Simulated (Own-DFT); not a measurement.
# Same atoms, different arrangement: In48P48, 96 atoms

Calculated results; nothing here was measured. They come from Own-DFT, an in-house plane-wave density functional program, since retired, whose code no person has reviewed. Each row is one single-point run on a periodic cell that was not relaxed, without spin or spin-orbit coupling.

Settings of every run: PBE; PseudoDojo norm-conserving scalar-relativistic files; cutoff 36 hartree; 2 x 3 x 3 k mesh centred on Gamma; Fermi-Dirac smearing of 0.1 eV.

Known limits, some of them of some rows only: not probed for a lower state with spin; forces on such cells failed a check on a denser k mesh; forces not confirmed at this smearing and k mesh; stress not checked against mesh or cutoff.

All cells hold the same atoms in the same cell, with vectors in Å (17.606, 0.000, 0.000); (0.000, 11.737, 0.000); (0.000, 0.000, 11.737). Every atom was moved at random from its ideal site; u is the rms move along one axis. The defect's site can differ from row to row. E is the free energy of the cell above the lowest run. The arrangements:

- A: zincblende InP
- B: zincblende InP, with one In on a P site and one P on an In site, 2.5 Å apart

```
arrangement,u (Å),E (eV),P (GPa)
A,0.0196,0.011,3.20
A,0.0206,0.117,3.22
A,0.0212,0.000,3.20
A,0.0471,2.625,3.55
A,0.0471,2.401,3.49
A,0.0534,3.641,3.66
B,0.0268,4.699,3.52
B,0.0296,4.620,3.51
B,0.0314,4.792,3.53
B,0.0477,6.665,3.78
B,0.0524,7.125,3.82
B,0.0529,7.764,3.92
```

Question: once the cost of the random moves is taken out, how do the arrangements rank?

## Worked answer

Fit E = a + b u², with one b for all and one a for each arrangement, and with residuals divided by u², since the noise grows with the moves. Then b = 1382 eV/Å², the scatter at u = 0.04 Å is 0.23 eV, and against A:

- B: 4.08 ± 0.08 eV (higher)

These are energies of unrelaxed cells. Relaxing the atoms lowers the strained arrangements most, so the gaps would shrink and small ones could change sign.
